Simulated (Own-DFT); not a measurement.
# Computed records: AlN (wurtzite, atoms displaced)

Computed with Own-DFT development build. A calculation, not a measurement: plane-wave PBE density functional theory by an unreviewed code, no spin, of a simulated periodic cell, stress positive in tension, free energy of the whole cell less one offset for each atom, forces on such cells passed a denser k mesh, this cell's mesh not checked; offsets are fitted by least squares, one for each functional and potential file, so energies compare only between cells with the same atoms and settings and are not formation energies; the far tail of each file's local potential was reset to the Coulomb form; each entry is a single point on an unrelaxed cell, so the pressure reflects the starting lattice, mostly measured values (interpolated for alloys), from which strain is counted, and rises with the displacements; printed positions are rounded, which can move forces by about a meV/angstrom; the program, named Own-DFT, is a retired in-house code; no spin-orbit coupling.

Settings shared by all entries: functional PBE; potential files PseudoDojo norm-conserving, scalar-relativistic, standard set; wave cutoff 42 hartree; occupations Fermi-Dirac; smearing width 0.1 eV; hardware one NVIDIA H100; k mesh 2 x 2 x 2 centred on Gamma.

(1) 
```cif
# cell vector a (Å): 12.4480 0.0000 0.0000
# cell vector b (Å): -6.2240 10.7803 0.0000
# cell vector c (Å): 0.0000 0.0000 9.9640
data_AlN
_symmetry_space_group_name_H-M 'P 1'
_symmetry_Int_Tables_number 1
_cell_length_a 12.4480
_cell_length_b 12.4480
_cell_length_c 9.9640
_cell_angle_alpha 90.000
_cell_angle_beta 90.000
_cell_angle_gamma 120.000
_cell_volume 1337.10
loop_
_atom_site_label
_atom_site_type_symbol
_atom_site_fract_x
_atom_site_fract_y
_atom_site_fract_z
_atom_site_occupancy
Al1 Al 0.09496 0.18414 0.99653 1
Al2 Al 0.16905 0.07888 0.22608 1
N1 N 0.08970 0.17634 0.20519 1
N2 N 0.16411 0.07222 0.45905 1
Al3 Al 0.08854 0.14325 0.49621 1
Al4 Al 0.18776 0.10090 0.76394 1
N3 N 0.07965 0.16711 0.70075 1
N4 N 0.17746 0.07647 0.94742 1
Al5 Al 0.07995 0.42272 0.99151 1
Al6 Al 0.16350 0.32228 0.24894 1
N5 N 0.09395 0.41029 0.17824 1
N6 N 0.17802 0.35375 0.43108 1
Al7 Al 0.09654 0.42537 0.50055 1
Al8 Al 0.16614 0.32914 0.75994 1
N7 N 0.07982 0.41915 0.69262 1
N8 N 0.16935 0.34303 0.93187 1
Al9 Al 0.08764 0.67476 0.99562 1
Al10 Al 0.18129 0.59237 0.24831 1
N9 N 0.09355 0.67776 0.19071 1
N10 N 0.16727 0.58985 0.43553 1
Al11 Al 0.07608 0.65418 0.50894 1
Al12 Al 0.16315 0.58103 0.74752 1
N11 N 0.08643 0.66293 0.69114 1
N12 N 0.15408 0.57734 0.95218 1
Al13 Al 0.07674 0.91088 0.01819 1
Al14 Al 0.17060 0.82753 0.24896 1
N13 N 0.09007 0.91329 0.20787 1
N14 N 0.16167 0.82746 0.44577 1
Al15 Al 0.06958 0.91271 0.51341 1
Al16 Al 0.16994 0.82923 0.75506 1
N15 N 0.08819 0.91593 0.68202 1
N16 N 0.16289 0.83667 0.93660 1
Al17 Al 0.34345 0.18909 0.01279 1
Al18 Al 0.41630 0.09272 0.26872 1
N17 N 0.33711 0.17876 0.19578 1
N18 N 0.41512 0.08374 0.43073 1
Al19 Al 0.31947 0.16095 0.50125 1
Al20 Al 0.40671 0.06967 0.74542 1
N19 N 0.32726 0.16280 0.69619 1
N20 N 0.42080 0.07634 0.94297 1
Al21 Al 0.33278 0.40874 0.97851 1
Al22 Al 0.41819 0.33967 0.26543 1
N21 N 0.32825 0.41134 0.20031 1
N22 N 0.42234 0.33084 0.44172 1
Al23 Al 0.33174 0.41913 0.49803 1
Al24 Al 0.42519 0.33299 0.75223 1
N23 N 0.33118 0.41952 0.68087 1
N24 N 0.40993 0.32286 0.94007 1
Al25 Al 0.33495 0.67816 0.00686 1
Al26 Al 0.41342 0.56792 0.24142 1
N25 N 0.32843 0.66733 0.17432 1
N26 N 0.41721 0.57742 0.45395 1
Al27 Al 0.34028 0.66524 0.50166 1
Al28 Al 0.41019 0.58138 0.74548 1
N27 N 0.31992 0.66788 0.69411 1
N28 N 0.41515 0.56779 0.93753 1
Al29 Al 0.32446 0.91543 0.98802 1
Al30 Al 0.41624 0.83568 0.25633 1
N29 N 0.33392 0.91777 0.19168 1
N30 N 0.42230 0.82372 0.43849 1
Al31 Al 0.32195 0.93223 0.50443 1
Al32 Al 0.41799 0.81891 0.73862 1
N31 N 0.31984 0.90542 0.68519 1
N32 N 0.42314 0.83751 0.94371 1
Al33 Al 0.57099 0.16475 0.99878 1
Al34 Al 0.64973 0.06552 0.24637 1
N33 N 0.55940 0.15930 0.21050 1
N34 N 0.67252 0.08320 0.45403 1
Al35 Al 0.58187 0.16351 0.49855 1
Al36 Al 0.66666 0.08178 0.75003 1
N35 N 0.57029 0.15481 0.67752 1
N36 N 0.66815 0.08903 0.94887 1
Al37 Al 0.58742 0.42156 0.98231 1
Al38 Al 0.67970 0.34108 0.24903 1
N37 N 0.57913 0.40435 0.19172 1
N38 N 0.67337 0.33020 0.43508 1
Al39 Al 0.59279 0.42301 0.48786 1
Al40 Al 0.66852 0.34001 0.74811 1
N39 N 0.58685 0.43131 0.69307 1
N40 N 0.66879 0.33935 0.96038 1
Al41 Al 0.58061 0.67916 0.99338 1
Al42 Al 0.67894 0.58087 0.26907 1
N41 N 0.59300 0.68644 0.20279 1
N42 N 0.67270 0.57270 0.43734 1
Al43 Al 0.57254 0.65232 0.51492 1
Al44 Al 0.67091 0.58876 0.75815 1
N43 N 0.58549 0.66160 0.70049 1
N44 N 0.66586 0.58612 0.93593 1
Al45 Al 0.58920 0.92676 0.99486 1
Al46 Al 0.66232 0.84136 0.25291 1
N45 N 0.59211 0.91488 0.20981 1
N46 N 0.66178 0.82704 0.44055 1
Al47 Al 0.58673 0.91484 0.49299 1
Al48 Al 0.68002 0.83136 0.74931 1
N47 N 0.56959 0.90677 0.69855 1
N48 N 0.66227 0.83788 0.93702 1
Al49 Al 0.83337 0.16454 0.99584 1
Al50 Al 0.92399 0.07803 0.25003 1
N49 N 0.82181 0.17434 0.21246 1
N50 N 0.91134 0.07214 0.43746 1
Al51 Al 0.82398 0.16323 0.50837 1
Al52 Al 0.91022 0.09067 0.74102 1
N51 N 0.82309 0.14519 0.68696 1
N52 N 0.90003 0.07525 0.94216 1
Al53 Al 0.84757 0.41170 0.99746 1
Al54 Al 0.90429 0.32760 0.26157 1
N53 N 0.84288 0.41140 0.19588 1
N54 N 0.92627 0.34580 0.43948 1
Al55 Al 0.82543 0.40656 0.49420 1
Al56 Al 0.93804 0.33106 0.74622 1
N55 N 0.82020 0.40135 0.69295 1
N56 N 0.90943 0.32355 0.94293 1
Al57 Al 0.83911 0.65558 0.00265 1
Al58 Al 0.91367 0.58893 0.24706 1
N57 N 0.82117 0.66904 0.18854 1
N58 N 0.91696 0.58898 0.45114 1
Al59 Al 0.83518 0.66448 0.49519 1
Al60 Al 0.92042 0.59310 0.75595 1
N59 N 0.83479 0.66175 0.69754 1
N60 N 0.91077 0.58572 0.93393 1
Al61 Al 0.82919 0.92172 0.02445 1
Al62 Al 0.91052 0.84752 0.25112 1
N61 N 0.83491 0.91105 0.19789 1
N62 N 0.89506 0.82577 0.43047 1
Al63 Al 0.82670 0.91998 0.50535 1
Al64 Al 0.92977 0.84553 0.73775 1
N63 N 0.82362 0.90887 0.70351 1
N64 N 0.91411 0.82089 0.92943 1
_calc_free_energy_of_cell_above_offsets '-26.563'  # eV
_calc_pressure 12  # GPa
_calc_stress_xx -12.75  # GPa
_calc_stress_yy -13.25  # GPa
_calc_stress_zz -9.99  # GPa
_calc_stress_yz 1.93  # GPa
_calc_stress_xz 1.01  # GPa
_calc_stress_xy -1.18  # GPa
_calc_wall_time 399  # s
```

Force:
```csv
element,x (eV/Å),y (eV/Å),z (eV/Å)
Al,-0.928,-3.016,0.593
Al,0.136,1.5,1.938
N,0.75,-7.148,-3.56
N,2.445,-1.831,-3.66
Al,-7.496,4.822,1.852
Al,-5.251,-4.348,0.588
N,0.951,-0.55,-0.717
N,-2.02,1.905,1.595
Al,0.978,-2.621,3.009
Al,-0.935,7.023,1.711
N,-2.289,0.823,0.858
N,0.346,-3.356,1.076
Al,-1.873,-0.366,-1.026
Al,0.185,1.309,-4.775
N,5.157,1.575,-1.528
N,0.005,-0.961,2.188
Al,-0.861,-1.122,1.16
Al,-2.674,-2.91,-0.255
N,-1.378,-3.868,-1.532
N,1.807,-0.652,0.891
Al,0.333,2.579,-1.592
Al,-0.665,-0.115,2.017
N,-1.58,0.13,1.402
N,1.165,3.459,-3.042
Al,-0.275,-0.499,-2.469
Al,0.285,2.346,2.896
N,-2.715,0.091,-1.788
N,-0.998,0.254,-0.308
Al,1.604,-2.378,-4.956
Al,-2.43,-0.534,-1.677
N,0.368,1.098,4.206
N,0.043,-0.452,0.71
Al,1.571,-8.178,1.827
Al,-3.4,-2.691,-6.41
N,-0.458,-1.251,0.517
N,-1.031,0.44,7.804
Al,3.472,2.078,0.482
Al,0.846,0.965,1.115
N,4.331,2.593,-2.309
N,-3.424,0.662,-2.074
Al,-0.612,1.254,3.068
Al,0.87,-0.267,-2.647
N,1.313,-1.363,-2.302
N,-1.197,-0.092,2.567
Al,1.264,-1.924,-0.019
Al,-1.324,0.328,-1.748
N,0.337,-1.557,2.543
N,0.993,5.792,-3.333
Al,0.345,-1.864,-4.187
Al,-0.012,4.514,0.627
N,2.936,0.87,4.983
N,-0.511,0.969,-1.918
Al,-2.057,0.234,-0.5
Al,0.695,0.155,0.872
N,2.856,-2.96,-1.218
N,-1.339,3.242,-0.36
Al,2.264,0.205,2.513
Al,0.047,-0.686,-1.078
N,-0.063,0.487,-0.37
N,-1.318,1.374,0.649
Al,1.37,-3.441,-0.97
Al,-3.372,2.83,2.557
N,2.375,1.505,0.831
N,-1.302,-0.413,-1.018
Al,2.686,1.513,2.405
Al,-0.562,6.42,1.972
N,6.947,2.559,-3.414
N,-2.922,-1.457,-1.88
Al,0.17,0.083,-1.601
Al,-2.43,-1.362,0.186
N,0.363,1.279,2.863
N,-0.606,0.55,-1.072
Al,-1.019,0.597,3.109
Al,-1.841,-2.626,-1.044
N,-0.267,2.595,0.051
N,-2.344,-0.492,0.364
Al,-0.018,-4.391,2.356
Al,-1.385,-1.812,0.95
N,0.917,-2.68,-0.655
N,1.499,-1.505,-2.424
Al,1.672,-2.391,1.753
Al,-4.039,-0.616,-5.498
N,-0.319,-4.845,-2.005
N,-1.658,3.236,3.38
Al,2.226,2.39,-1.661
Al,1.127,0.318,-0.846
N,-1.802,0.907,-0.878
N,-0.028,0.375,2.198
Al,-0.671,-1.414,0.546
Al,5.555,-3.343,3.012
N,-6.065,0.457,-4.591
N,0.741,-0.132,1.522
Al,-0.911,-0.453,1.779
Al,-7.001,-2.654,1.893
N,4.579,2.404,-1.741
N,1.225,0.903,1.013
Al,-1.691,0.313,2.953
Al,-3.01,1.836,0.855
N,1.85,-4.369,-2.859
N,0.979,2.507,0.96
Al,3.056,1.91,-2.609
Al,5.626,-4.547,3.218
N,-3.101,4.609,-0.241
N,3.091,1.312,-0.007
Al,-4.5,1.745,1.047
Al,4.902,1.048,-0.211
N,-3.132,3.704,-2.098
N,0.472,-1.675,2.568
Al,1.878,2.612,2.377
Al,-8.236,-3.028,1.496
N,3.576,1.849,-0.689
N,3.41,0.353,-2.671
Al,-5.845,3.01,0.378
Al,1.779,0.149,0.866
N,3.969,0.922,-0.32
N,0.913,-2.435,-2.257
Al,-1.218,0.991,2.197
Al,1.001,-2.334,-2.023
N,-1.393,2.257,-2.27
N,5.224,-2.798,1.473
Al,0.611,-2.073,-5.523
Al,7.417,-5.572,2
N,-6.025,4.564,-1.326
N,1.77,1.223,2.871
Al,-0.189,-2.836,0.117
Al,-1.259,-2.402,2.551
N,5.693,4.693,-3.728
N,-0.091,2.056,2.563
```

(2) 
```cif
# cell vector a (Å): 12.4480 0.0000 0.0000
# cell vector b (Å): -6.2240 10.7803 0.0000
# cell vector c (Å): 0.0000 0.0000 9.9640
data_AlN
_symmetry_space_group_name_H-M 'P 1'
_symmetry_Int_Tables_number 1
_cell_length_a 12.4480
_cell_length_b 12.4480
_cell_length_c 9.9640
_cell_angle_alpha 90.000
_cell_angle_beta 90.000
_cell_angle_gamma 120.000
_cell_volume 1337.10
loop_
_atom_site_label
_atom_site_type_symbol
_atom_site_fract_x
_atom_site_fract_y
_atom_site_fract_z
_atom_site_occupancy
Al1 Al 0.08167 0.18981 0.00615 1
Al2 Al 0.17123 0.09397 0.25677 1
N1 N 0.08679 0.18205 0.20465 1
N2 N 0.17591 0.08794 0.43284 1
Al3 Al 0.06396 0.15868 0.50895 1
Al4 Al 0.16033 0.08712 0.75600 1
N3 N 0.08796 0.19265 0.68053 1
N4 N 0.17114 0.09332 0.95138 1
Al5 Al 0.08364 0.41186 0.01161 1
Al6 Al 0.19006 0.36191 0.23253 1
N5 N 0.07480 0.42290 0.17695 1
N6 N 0.16506 0.33013 0.44282 1
Al7 Al 0.08636 0.42641 0.48439 1
Al8 Al 0.16557 0.32885 0.75506 1
N7 N 0.07829 0.41415 0.68362 1
N8 N 0.17892 0.34419 0.93903 1
Al9 Al 0.07844 0.67438 0.99639 1
Al10 Al 0.15579 0.59304 0.24670 1
N9 N 0.08056 0.65901 0.19512 1
N10 N 0.16346 0.58492 0.44685 1
Al11 Al 0.09536 0.66970 0.49677 1
Al12 Al 0.17218 0.59376 0.74881 1
N11 N 0.07229 0.65481 0.68156 1
N12 N 0.16939 0.58764 0.95031 1
Al13 Al 0.08586 0.92372 0.97392 1
Al14 Al 0.16686 0.82658 0.24120 1
N13 N 0.09034 0.91321 0.20365 1
N14 N 0.15182 0.82751 0.44931 1
Al15 Al 0.07358 0.90890 0.49228 1
Al16 Al 0.17235 0.83175 0.75896 1
N15 N 0.08845 0.89981 0.67312 1
N16 N 0.17913 0.84372 0.92760 1
Al17 Al 0.32472 0.14992 0.00685 1
Al18 Al 0.41903 0.07608 0.24821 1
N17 N 0.33862 0.17701 0.19159 1
N18 N 0.40763 0.07889 0.44732 1
Al19 Al 0.33063 0.15785 0.49958 1
Al20 Al 0.41666 0.07555 0.72904 1
N19 N 0.32798 0.16587 0.70030 1
N20 N 0.41729 0.08451 0.94562 1
Al21 Al 0.33924 0.41843 0.99476 1
Al22 Al 0.42816 0.32628 0.25377 1
N21 N 0.33953 0.42353 0.18652 1
N22 N 0.40330 0.32300 0.43963 1
Al23 Al 0.30497 0.39775 0.50971 1
Al24 Al 0.41591 0.34250 0.73268 1
N23 N 0.32528 0.40787 0.68310 1
N24 N 0.41342 0.32782 0.93656 1
Al25 Al 0.34120 0.67291 0.99853 1
Al26 Al 0.40771 0.58973 0.23820 1
N25 N 0.32801 0.66363 0.18943 1
N26 N 0.42169 0.58661 0.44154 1
Al27 Al 0.32363 0.66332 0.50415 1
Al28 Al 0.41630 0.58056 0.75171 1
N27 N 0.33528 0.66847 0.68979 1
N28 N 0.41629 0.57954 0.93630 1
Al29 Al 0.31537 0.89712 0.01048 1
Al30 Al 0.42370 0.82495 0.24326 1
N29 N 0.34013 0.92678 0.18896 1
N30 N 0.40494 0.83537 0.42751 1
Al31 Al 0.34327 0.91371 0.49775 1
Al32 Al 0.42768 0.84907 0.72554 1
N31 N 0.33621 0.91418 0.69252 1
N32 N 0.41802 0.83533 0.96052 1
Al33 Al 0.57864 0.16332 0.02017 1
Al34 Al 0.66878 0.07665 0.23723 1
N33 N 0.58481 0.16600 0.19949 1
N34 N 0.64519 0.05652 0.44452 1
Al35 Al 0.57852 0.16221 0.49340 1
Al36 Al 0.67097 0.08799 0.74975 1
N35 N 0.59344 0.16826 0.67800 1
N36 N 0.66275 0.06298 0.94797 1
Al37 Al 0.56096 0.39926 0.00926 1
Al38 Al 0.66471 0.33126 0.25475 1
N37 N 0.59130 0.43126 0.19207 1
N38 N 0.68454 0.35238 0.43008 1
Al39 Al 0.58786 0.40350 0.50304 1
Al40 Al 0.66035 0.34298 0.74111 1
N39 N 0.58607 0.42016 0.68308 1
N40 N 0.67755 0.34602 0.94034 1
Al41 Al 0.59417 0.66833 0.00949 1
Al42 Al 0.66761 0.57761 0.25852 1
N41 N 0.57438 0.66234 0.18684 1
N42 N 0.65907 0.58892 0.44140 1
Al43 Al 0.60171 0.67361 0.49209 1
Al44 Al 0.67058 0.58591 0.73591 1
N43 N 0.57989 0.67459 0.69460 1
N44 N 0.66031 0.57656 0.92786 1
Al45 Al 0.58027 0.91696 0.99858 1
Al46 Al 0.67321 0.83079 0.25249 1
N45 N 0.58164 0.90900 0.18925 1
N46 N 0.66709 0.83328 0.43250 1
Al47 Al 0.56675 0.91055 0.50310 1
Al48 Al 0.65178 0.82330 0.75370 1
N47 N 0.57923 0.91437 0.69760 1
N48 N 0.65369 0.84256 0.94885 1
Al49 Al 0.83725 0.18179 0.98227 1
Al50 Al 0.90623 0.06739 0.25322 1
N49 N 0.83745 0.17155 0.19670 1
N50 N 0.92081 0.08683 0.44336 1
Al51 Al 0.81222 0.15129 0.48560 1
Al52 Al 0.90707 0.07247 0.74673 1
N51 N 0.84097 0.16890 0.68751 1
N52 N 0.91645 0.07981 0.94550 1
Al53 Al 0.83885 0.40577 0.01951 1
Al54 Al 0.91436 0.33032 0.24607 1
N53 N 0.85209 0.41921 0.21109 1
N54 N 0.92247 0.34098 0.44217 1
Al55 Al 0.83563 0.42770 0.50672 1
Al56 Al 0.93229 0.34816 0.74639 1
N55 N 0.84377 0.41532 0.69291 1
N56 N 0.92428 0.33967 0.92483 1
Al57 Al 0.83252 0.66283 0.01771 1
Al58 Al 0.92447 0.59152 0.25479 1
N57 N 0.83254 0.66610 0.19752 1
N58 N 0.91640 0.59604 0.43766 1
Al59 Al 0.84675 0.67412 0.49440 1
Al60 Al 0.93385 0.59614 0.73010 1
N59 N 0.81909 0.66330 0.69015 1
N60 N 0.90640 0.58505 0.94146 1
Al61 Al 0.83346 0.90620 0.97966 1
Al62 Al 0.91118 0.82400 0.25360 1
N61 N 0.84430 0.90626 0.20285 1
N62 N 0.91413 0.81803 0.44487 1
Al63 Al 0.84181 0.92640 0.50856 1
Al64 Al 0.90999 0.83572 0.76401 1
N63 N 0.81795 0.90036 0.67526 1
N64 N 0.90395 0.82607 0.95096 1
_calc_free_energy_of_cell_above_offsets '-23.942'  # eV
_calc_pressure 11.3  # GPa
_calc_stress_xx -13.64  # GPa
_calc_stress_yy -10.71  # GPa
_calc_stress_zz -9.55  # GPa
_calc_stress_yz -0.81  # GPa
_calc_stress_xz 0.19  # GPa
_calc_stress_xy 1.01  # GPa
_calc_wall_time 427.7  # s
```

Force:
```csv
element,x (eV/Å),y (eV/Å),z (eV/Å)
Al,1.923,-3.418,1.52
Al,-0.445,-0.618,-2.139
N,-0.284,-0.788,-1.964
N,-2.985,-2.053,3.114
Al,5.061,4.003,-2.512
Al,1.162,0.56,-1.171
N,0.472,-8.436,1.682
N,-2.948,-1.428,-1.927
Al,-0.024,2.565,-5.9
Al,-3.991,-4.306,3.503
N,1.704,0.404,5.332
N,-4.684,-0.891,-2.955
Al,0.883,-3.929,2.492
Al,-1.308,5.613,0.397
N,4.052,3.122,-0.225
N,-2.001,-0.706,0.379
Al,0.626,-2.422,-0.212
Al,7.303,-4.177,1.426
N,-4.545,4.858,-3.283
N,1.147,0.66,-2.99
Al,-4.054,0.653,0.718
Al,0.138,-2.68,1.065
N,7.938,5.352,-0.677
N,-0.878,0.441,-1.343
Al,-0.416,-0.485,3.424
Al,-0.157,1.734,2.853
N,-1.812,0.653,-2.248
N,4.388,0.496,-2.134
Al,1.127,2.187,-0.806
Al,-0.169,-0.72,-5.686
N,-3.07,2.08,4.386
N,-4.173,-2.241,3.009
Al,1.332,3.155,-0.748
Al,-2.197,2.537,1.299
N,1.192,-3.264,-0.429
N,3.03,-0.245,-1.206
Al,-2.211,1.78,1.395
Al,-0.861,3.236,3.047
N,1.029,-0.391,-1.648
N,0.895,-1.476,-0.599
Al,1.092,0.242,0.835
Al,-2.88,3.255,1.146
N,3.012,0.817,-1.363
N,2.313,0.708,0.965
Al,5.488,3.927,-2.277
Al,1.774,-2.38,2.176
N,-0.562,2.106,2.802
N,-1.457,-0.935,-0.803
Al,-0.345,-1.82,-0.551
Al,3.988,-1.84,3.115
N,-2.662,0.827,-0.389
N,-1.78,-0.142,-0.165
Al,3.427,-0.18,-1.26
Al,-0.313,0.106,-1.125
N,-0.516,1.226,0.264
N,-0.033,1.279,0.741
Al,4.913,4.31,-0.384
Al,-1.986,1.014,-0.186
N,-0.205,-4.549,0.539
N,3.775,-2.813,0.519
Al,-6.527,1.219,0.833
Al,-1.726,-5.151,4.507
N,-1.352,-0.255,-1.774
N,-1.43,-0.041,-2.124
Al,0.171,0.212,-4.496
Al,-0.414,-0.657,1.023
N,0.427,0.206,1.361
N,0.061,5.896,-2.643
Al,0.863,0.347,-0.356
Al,0.893,-0.239,0.551
N,-2.053,0.498,0.788
N,-0.752,8.105,-1.785
Al,3.353,3.182,-1.787
Al,1.236,1.87,-2.039
N,0.855,-5.084,-0.324
N,-0.895,-3.411,1.755
Al,-4.288,2.65,-1.691
Al,4.666,-1.69,2.876
N,-1.85,-0.02,-0.294
N,-0.555,-2.497,1.32
Al,-1.56,-0.748,-2.775
Al,-1.852,3.237,0.468
N,1.745,0.961,1.525
N,6.899,-4.308,-1.016
Al,-7.222,1.511,2.545
Al,-4.035,-1.098,2.684
N,1.402,-3.377,-1.857
N,0.338,0.658,2.115
Al,-2.579,-2.147,2.944
Al,-0.727,-0.681,-1.413
N,1.382,1.309,0.294
N,-0.094,1.798,2.147
Al,2.744,-4.103,-0.058
Al,0.267,2.292,1.181
N,2.797,2.533,-2.093
N,7.016,-3.569,-2.403
Al,0.393,-3.914,1.12
Al,1.621,2.927,-0.771
N,-0.271,-2.339,-1.286
N,-3.941,-2.814,-1.346
Al,1.934,2.861,1.836
Al,-0.07,1.781,0.244
N,-1.595,-0.922,0.142
N,-0.091,0.61,-1.257
Al,-2.03,2.714,-2.19
Al,3.567,-0.579,3.593
N,-5.57,1.496,-3.027
N,-1.761,-1.792,-0.893
Al,2.972,-0.176,-0.699
Al,-1.587,-2.96,-1.271
N,-3.889,1.802,-1.005
N,0.247,-0.108,3.31
Al,-1.804,-1.655,-2.96
Al,-1.443,-1.668,0.058
N,0.338,-1.31,0.314
N,3.974,-2.813,0.375
Al,-4.434,-3.943,3.663
Al,-9.384,-5.077,4.478
N,5.849,2.968,-1.629
N,3.176,0.232,0.03
Al,-6.059,3.724,4.004
Al,3.933,0.683,1.386
N,-4.445,1.873,-2.465
N,-2.455,6.901,-1.998
Al,-0.584,-2.717,-5.037
Al,1.283,-2.649,-3.389
N,0.633,1.682,5.981
N,5.05,-0.799,-2.133
```
